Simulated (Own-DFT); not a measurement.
# Computed records: SiC (4H silicon carbide, atoms displaced)

A calculation, not a measurement: plane-wave PBE density functional theory by an unreviewed code, no spin, of a simulated periodic cell, stress positive in tension, free energy of the whole cell less one offset for each atom, forces on such cells passed a denser k mesh, this cell's mesh not checked; offsets are fitted by least squares, one for each functional and potential file, so energies compare only between cells with the same atoms and settings and are not formation energies; the far tail of each file's local potential was reset to the Coulomb form; each entry is a single point on an unrelaxed cell, so the pressure reflects the starting lattice, mostly measured values (interpolated for alloys), from which strain is counted, and rises with the displacements; printed positions are rounded, which can move forces by about a meV/angstrom; the program, named Own-DFT, is a retired in-house code; no spin-orbit coupling. Program: Own-DFT development build.

Common to all runs: functional PBE; potential files PseudoDojo norm-conserving, scalar-relativistic, standard set; wave cutoff 42 hartree; occupations Fermi-Dirac; smearing width 0.1 eV; hardware one NVIDIA H100; k mesh 4 x 4 x 3 centred on Gamma.

(1) SiC (4H silicon carbide, atoms displaced)

```xyz
72
Lattice="9.2481 0.0000 0.0000 -4.6241 8.0091 0.0000 0.0000 0.0000 10.0681" Properties=species:S:1:pos:R:3 SiC
Si    -4.5191     8.0026     4.0138
Si    -0.0020     1.8338     1.4838
C     -4.4984     7.7985     0.9195
C      0.1335     1.6875     3.4288
Si     7.6878     2.6893     3.9928
Si    -1.6830     4.3833     1.6015
C      7.6925     2.6152     0.7768
C     -1.4400     4.2400     3.5536
Si    -2.9906     5.2143     4.0596
Si    -2.9333     7.0750     1.5675
C      5.9832     5.5339     0.9308
C     -3.0965     7.2006     3.3547
Si     3.1301     0.1979     4.1170
Si     2.8231     1.9592     1.5114
C     -1.4789     7.9718     1.0038
C      3.0164     1.8679     3.4153
Si     1.6361     2.5260     3.9898
Si     1.5665     4.3957     1.7631
C      1.7374     2.7775     0.8058
C      1.6095     4.4068     3.3710
Si    -0.0481     5.3222     4.1742
Si    -0.0091     7.1208     1.6106
C     -0.1234     5.1908     1.0143
C     -0.0307     6.9508     3.4179
Si     1.5305     7.9331     4.0651
Si     6.1956     1.6858     1.5719
C      1.5758     7.9661     0.9981
C      6.2591     1.8279     3.5608
Si     4.4226     2.6750     3.9495
Si     4.5042     4.4298     1.7568
C      4.6004     2.6555     0.9294
C      4.5639     4.5298     3.4120
Si     3.1764     5.4262     4.1417
Si     3.2560     7.2274     1.6241
C      3.0754     5.4110     0.8833
C      2.9891     7.1396     3.5455
Si     0.1052     0.1291     9.2882
Si     4.7057     6.0772     6.5168
C     -4.5384     7.9816     5.8727
C      4.6743     6.2011     8.4060
Si    -3.0123     5.2292     9.1580
Si     6.1485     3.5841     6.5656
C      6.0911     5.3983     6.0184
C      6.0409     3.5975     8.4096
Si    -1.6240     2.8861     9.1349
Si     7.7173     1.0307     6.4775
C      7.6202     2.4803     5.7289
C      7.9627     1.0447     8.5220
Si     1.7507     7.8898     9.0873
Si     1.6459     6.2836     6.6637
C      1.4525     8.0002     5.8709
C      1.4438     6.1660     8.7084
Si     3.1436     5.3865     9.3040
Si     2.9749     3.5686     6.6341
C      3.1071     5.3354     5.8412
C      2.9228     3.5485     8.4115
Si     4.4982     2.6062     9.0493
Si     4.6874     0.8773     6.6311
C      4.5540     2.7209     6.0897
C      4.6230     0.8851     8.5442
Si     3.2825     0.0724     9.1188
Si    -1.6562     6.5449     6.4215
C      3.0635     0.0298     5.7890
C     -1.3751     6.3062     8.5668
Si     0.0012     5.2791     9.1698
Si     0.0084     3.3904     6.5627
C     -0.0351     5.2750     5.8431
C     -0.1614     3.5373     8.4911
Si     1.6773     2.6757     9.0465
Si     1.5031     0.9101     6.7813
C      1.5550     2.7040     5.8738
C      1.6289     0.6946     8.4943
```

It finds free energy of cell above offsets 14.069 eV; pressure 11.89 GPa; stress xx -9.44 GPa; stress yy -9.97 GPa; stress zz -16.26 GPa; stress yz 3.05 GPa; stress xz 1.34 GPa; stress xy 0.13 GPa; wall time 351.3 s.

Force:
```csv
element,x (eV/Å),y (eV/Å),z (eV/Å)
Si,-2.35,-0.61,1.698
Si,1.184,-1.068,0.322
C,0.408,4.657,1.497
C,-2.36,2.069,-2.036
Si,2.679,-5.857,1.292
Si,0.733,0.696,-0.375
C,-0.761,0.579,4.715
C,-1.534,7.377,-3.234
Si,-0.992,2.084,0.404
Si,-0.32,2.526,0.472
C,1.427,-7.155,0.223
C,2.883,-2.455,1.735
Si,-0.65,-4.041,-4.956
Si,11.68,-8.493,3.872
C,-0.526,2.882,-1.512
C,2.856,-3.207,-2.914
Si,-5.551,5.215,3.094
Si,-1.102,2.769,-8.854
C,-10.15,3.917,-2.882
C,0.107,-0.27,7.917
Si,1.896,-1.6,-4.252
Si,0.874,-1.958,-0.963
C,1.574,1.251,-0.242
C,-0.045,3.91,1.33
Si,-1.949,1.619,-0.361
Si,-1.151,1.452,-0.038
C,0.996,-0.218,-0.954
C,-4.908,-2.358,-3.38
Si,5.637,2.01,3.252
Si,0.908,1.02,-8.234
C,-0.378,0.377,0.651
C,1.931,-1.33,4.953
Si,-2.774,-0.844,-3.25
Si,-4.033,-2.779,0.447
C,-0.368,-0.989,7.239
C,4.211,-0.159,-2.067
Si,-0.601,-3.145,-4.345
Si,-6.094,5.259,2.889
C,-0.895,0.345,1.576
C,-0.644,0.149,1.716
Si,-1.328,4.514,-0.973
Si,0.196,-0.404,-0.843
C,6.519,-3.313,-3.859
C,0.891,-1.727,1.22
Si,-1.286,-4.024,-2.479
Si,1.223,-7.445,3.001
C,0.718,7.004,2.758
C,-3.601,-0.847,-1.217
Si,-1.133,3.106,1.688
Si,-2.099,-1.535,-0.898
C,1.84,-0.108,2.956
C,4.228,0.447,-3.376
Si,0.105,-0.327,-6.775
Si,1.386,0.875,-2.289
C,-0.42,-0.338,5.017
C,4.659,2.786,0.592
Si,1.287,2.344,1.178
Si,-1.579,0.931,-0.531
C,0.043,-0.934,-2.256
C,4.673,0.814,-2.636
Si,-4.287,-4.192,2.811
Si,1.851,-9.179,4.253
C,0.46,6.159,3.811
C,-2.437,-0.671,-1.802
Si,-1.484,-0.495,0.74
Si,-1.99,2.884,-0.557
C,0.251,0.662,6.011
C,4.625,0.859,-1.691
Si,-6.028,-2.429,1.19
Si,-0.215,-0.44,-5.554
C,-0.217,-1.878,1.404
C,1.304,3.275,2.657
```

(2) SiC (4H silicon carbide, atoms displaced)

```xyz
72
Lattice="9.2481 0.0000 0.0000 -4.6241 8.0091 0.0000 0.0000 0.0000 10.0681" Properties=species:S:1:pos:R:3 SiC
Si     0.0128     0.0705     4.1942
Si    -0.1899     1.9246     1.5744
C      9.1304     0.0943     0.9592
C     -0.1953     1.8715     3.6673
Si     7.6029     2.6418     4.1405
Si    -1.5301     4.5227     1.4461
C     -1.4590     2.7896     1.0098
C     -1.5495     4.4072     3.4984
Si    -2.8808     5.5387     4.1775
Si    -3.0801     7.0190     1.5849
C      6.0460     5.3517     0.8986
C     -3.0622     7.0922     3.4720
Si     3.2189     0.1731     4.1120
Si     3.0481     1.8033     1.5878
C      3.2916     0.1065     0.8778
C      3.1219     1.9269     3.4928
Si     1.4843     2.6095     3.9622
Si     1.6307     4.3527     1.5318
C      1.4650     2.7365     0.9631
C      1.5681     4.4346     3.4478
Si     0.0041     5.3757     4.1554
Si     0.0290     7.0246     1.6353
C     -0.0334     5.2172     0.7752
C      0.0122     7.2339     3.4860
Si     6.3176     0.1225     4.0997
Si     6.1178     1.8313     1.6082
C      1.5875     7.9933     0.9542
C      6.0014     1.7484     3.4304
Si     4.4855     2.5859     4.0789
Si     4.5816     4.5381     1.6022
C      4.7861     2.6635     0.9467
C      4.4539     4.3238     3.5280
Si     3.1401     5.2524     4.2385
Si     3.2727     7.1092     1.8192
C      3.0483     5.2749     0.8955
C      3.1533     7.1489     3.4822
Si     4.7105     7.8206     9.1998
Si     4.4432     6.1245     6.6630
C      0.0205     0.1049     5.9079
C      4.6141     6.2817     8.5496
Si    -2.9760     5.3227     8.9253
Si     6.1427     3.6046     6.7552
C     -3.0129     5.3080     6.0329
C      6.0652     3.5956     8.6226
Si    -1.5850     2.8564     9.1218
Si     7.8989     0.8643     6.4523
C      7.6040     2.6780     5.8812
C      7.6621     0.7651     8.4449
Si     6.1609     0.1080     9.1832
Si     1.5117     6.0935     6.7797
C      1.4331     7.9182     6.0463
C      1.5815     6.2414     8.4786
Si     3.0925     5.5088     9.0713
Si     3.2727     3.5421     6.5885
C      3.0387     5.3442     6.1429
C      3.1180     3.5492     8.5635
Si     4.6363     2.6816     9.0360
Si     4.7045     0.9883     6.7706
C      4.8752     2.5302     5.9783
C      4.5479     0.7540     8.4704
Si     3.0582     0.1508     9.0661
Si    -1.5077     6.1751     6.2830
C     -1.6980     8.0020     5.9222
C     -1.4931     6.2733     8.6460
Si     0.0061     5.2229     9.1014
Si    -0.0689     3.7018     6.4678
C      0.1063     5.4559     5.9130
C      0.1409     3.5828     8.6549
Si     1.5593     2.6724     9.1311
Si     1.4911     0.9560     6.5402
C      1.4619     2.7511     5.9989
C      1.4979     0.8076     8.6258
```

The calculation gives: free energy of cell above offsets 10.667 eV; pressure 10.41 GPa; stress xx -11.93 GPa; stress yy -9.29 GPa; stress zz -10.01 GPa; stress yz -0.03 GPa; stress xz -0.24 GPa; stress xy 0.21 GPa; wall time 354.6 s.

Force:
```csv
element,x (eV/Å),y (eV/Å),z (eV/Å)
Si,0.545,-1.091,-4.089
Si,5.42,-3.928,2.027
C,2.778,-0.782,1.032
C,4.086,-2.7,-4.075
Si,-3.094,2.623,-1.876
Si,-1.565,0.315,2.682
C,-6.224,0.777,-2.866
C,0.429,1.874,-0.56
Si,-2.382,-5.22,-0.754
Si,0.573,3.363,-0.658
C,2.22,-0.182,-0.675
C,0.098,4.155,-0.415
Si,-2.099,-1.999,-0.561
Si,1.757,0.252,-1.14
C,-2.951,-1.508,1.387
C,-5.965,-4.436,-2.305
Si,-0.634,2.538,2.712
Si,-2.025,3.725,1.293
C,1.032,-3.863,-0.099
C,-0.644,0.695,0.616
Si,0.945,-0.117,-4.31
Si,0.714,1.492,-2.278
C,2.027,2.272,4.559
C,1.237,-1.982,0.221
Si,-3.111,-3.074,1.341
Si,2.812,-2.546,-0.38
C,0.336,-0.051,1.621
C,2.27,1.57,0.797
Si,6.617,3.534,2.182
Si,-0.064,-2.837,0.063
C,-4.831,2.311,-1.498
C,3.215,1.741,-0.561
Si,-2.222,1.538,-1.645
Si,-3.446,-0.432,-7.174
C,1.277,2.071,0.565
C,0.067,-0.782,5.658
Si,-2.468,6.366,1.094
Si,5.651,4.178,0.711
C,2.401,-4.249,1.795
C,1.5,-4.258,-3.083
Si,-2.243,2.832,3.634
Si,1.859,-1.378,-2.735
C,-3.244,-0.184,-0.073
C,2.566,-0.045,-3.037
Si,2.349,-4.145,0.945
Si,-7.465,1.962,4.469
C,1.371,0.888,4.435
C,2.361,2.839,-0.348
Si,-0.016,-2.626,-0.211
Si,0.559,4.04,-2.846
C,2.861,0.642,-1.34
C,-1.841,0.29,3.089
Si,-0.608,-3.453,2.506
Si,-2.774,-1.599,1.174
C,-0.773,-2.388,-2.875
C,-0.093,0.96,-1.576
Si,-1.885,-2.008,3.964
Si,-0.523,-4.479,-3.551
C,-3.64,3.663,-0.366
C,2.971,3.97,1.414
Si,-0.27,-4.274,2.725
Si,0.371,3.437,5.023
C,2.429,1.119,0.489
C,0.559,-0.561,-2.933
Si,0.718,5.093,-0.585
Si,0.502,-2.52,1.682
C,-1.88,-2.124,1.195
C,-3.987,-1.614,-4.627
Si,1.069,-1.754,0.778
Si,0.779,-0.002,2.116
C,2.19,-0.467,-1.12
C,-0.552,2.534,-2.77
```

(3) SiC (4H silicon carbide, atoms displaced)

```xyz
72
Lattice="9.2481 0.0000 0.0000 -4.6241 8.0091 0.0000 0.0000 0.0000 10.0681" Properties=species:S:1:pos:R:3 SiC
Si     0.0483     0.0222     4.0377
Si     0.1079     1.8306     1.5742
C      0.0802     0.0538     0.9868
C     -0.0508     1.7866     3.4052
Si    -1.5594     2.7578     4.2208
Si    -1.5948     4.6102     1.6186
C      7.6747     2.6715     0.9999
C     -1.5218     4.3402     3.5333
Si    -3.0625     5.4828     4.1525
Si    -2.8920     7.1187     1.6619
C      6.0197     5.2957     0.9544
C     -3.0195     7.0561     3.4852
Si     3.0569     0.0268     4.2246
Si     3.1486     1.6991     1.5897
C      3.1507     0.0427     0.9271
C      2.8540     1.8626     3.4421
Si     1.5907     2.6867     4.1336
Si     1.5491     4.4790     1.5653
C      1.5892     2.7038     1.0581
C      1.4486     4.6453     3.4540
Si     0.0713     5.3815     4.1596
Si     0.0781     7.1168     1.6202
C      0.0046     5.3286     1.1129
C     -0.0036     7.3132     3.4700
Si     6.2533     0.0323     4.0356
Si     6.1945     1.7190     1.6599
C      6.1302     0.1383     0.8578
C      6.0628     1.7840     3.5686
Si     4.4359     2.7217     3.8142
Si     4.5979     4.5700     1.4548
C      4.5933     2.5858     0.7781
C      4.7371     4.2828     3.4407
Si     2.8995     5.4265     3.9699
Si     2.9580     7.1590     1.6666
C      3.0852     5.3330     0.9731
C      3.0672     7.0974     3.4778
Si     9.1693     0.0550     9.1672
Si     4.6332     6.3750     6.6853
C     -4.4107     7.9790     6.0712
C      4.6081     6.2749     8.3699
Si    -3.0526     5.5183     9.1227
Si     6.0944     3.4328     6.4550
C     -3.0465     5.3815     5.8792
C      6.0820     3.4537     8.4939
Si    -1.5186     2.7130     9.0708
Si     7.6482     0.9145     6.4683
C      7.6984     2.5827     6.0357
C      7.6592     1.0037     8.5280
Si     1.4796     7.9206     9.1182
Si     1.4129     6.4841     6.5660
C      1.5512     7.9764     5.7969
C      1.6125     6.1679     8.6047
Si     2.9892     5.2922     9.3207
Si     3.0176     3.6027     6.4831
C      3.1212     5.3566     6.0383
C      2.9285     3.4556     8.3552
Si     4.7082     2.5040     9.3039
Si     4.7041     0.7755     6.6267
C      4.6343     2.4884     6.0777
C      4.5876     1.0365     8.4527
Si     3.1689     0.1157     9.2868
Si    -1.4266     6.2102     6.6831
C     -1.5240     7.9403     5.9586
C     -1.5492     6.1526     8.3562
Si     0.1590     5.2217     9.0664
Si    -0.0820     3.6917     6.6948
C     -0.1189     5.3128     5.9498
C     -0.1677     3.5798     8.5590
Si     1.6400     2.6865     9.1637
Si     1.5155     0.9340     6.5447
C      1.6164     2.6127     5.8709
C      1.6531     0.9913     8.6487
```

Results for SiC (4H silicon carbide, atoms displaced): free energy of cell above offsets 11.925 eV; pressure 11.35 GPa; stress xx -6.67 GPa; stress yy -12.2 GPa; stress zz -15.17 GPa; stress yz 1.53 GPa; stress xz 2.65 GPa; stress xy -2.58 GPa; wall time 349.2 s.

Force:
```csv
element,x (eV/Å),y (eV/Å),z (eV/Å)
Si,0.189,0.096,0.819
Si,-3.141,-0.196,-0.14
C,-0.708,-1.383,0.556
C,0.658,0.34,2.484
Si,-0.178,-3.282,-2.205
Si,-0.223,-4.693,0.709
C,1.243,1.042,-0.835
C,-0.013,5.486,-0.986
Si,0.161,-6.034,-1.078
Si,-3.764,0.085,-1.879
C,5.699,4.176,-1.505
C,-0.126,3.735,-0.86
Si,0.611,0.551,-2.861
Si,-1.537,2.888,-0.162
C,0.635,-2.57,3.364
C,5.251,-3.727,-1.95
Si,-5.873,2.565,-1.488
Si,-0.589,-1.097,1.532
C,1.222,0.443,-1.913
C,1.603,-4.038,-1.068
Si,-4.464,1.226,-1.527
Si,-0.594,0.947,-0.392
C,0.154,1.298,-3.285
C,0.161,-2.292,0.436
Si,-2.591,0.771,-1.024
Si,0.304,3.417,-0.513
C,0.305,-3.914,1.974
C,1.304,0.341,-1.662
Si,1.606,-5.366,5.177
Si,-1.086,-5.045,3.544
C,-0.35,1.339,12.46
C,-1.324,8.287,-2.663
Si,4.613,-2.441,4.093
Si,2.763,1.009,-2.915
C,-1.792,1.902,2.123
C,1.137,2.115,-0.226
Si,1.706,-0.042,-0.621
Si,0.45,-4.798,-3.804
C,-5.703,1.595,-3.975
C,-0.391,0.167,6.819
Si,-1.882,-3.624,-1.304
Si,-0.16,2.635,2.962
C,-0.644,-0.786,4.051
C,1.117,2.43,-0.277
Si,-5.205,-0.799,3.185
Si,2.348,-2.48,3.546
C,0.81,3.32,-1.073
C,-0.139,-3.471,-1.715
Si,0.948,3.15,-0.583
Si,2.739,-7.997,1.88
C,0.581,2.979,2.323
C,-1.794,2.067,-2.178
Si,3.294,-1.388,-6.453
Si,2.514,-1.482,2.212
C,-1.643,2.325,-2.294
C,3.229,3.384,1.956
Si,0.203,4.719,-11.18
Si,-2.681,2.085,-0.871
C,-2.122,2.333,-3.249
C,1.076,-6.713,0.071
Si,-1.077,-1.279,-5.936
Si,-4.626,0.93,-4.339
C,0.571,0.743,2.841
C,2.367,1.822,6.322
Si,-3.883,2.477,2.299
Si,0.912,-3.773,-0.666
C,3.505,1.459,0.741
C,5.416,0.066,-1.98
Si,-2.928,-0.225,1.251
Si,4.421,0.788,3.562
C,-2.27,1.922,2.329
C,-2.325,-2.524,-1.987
```
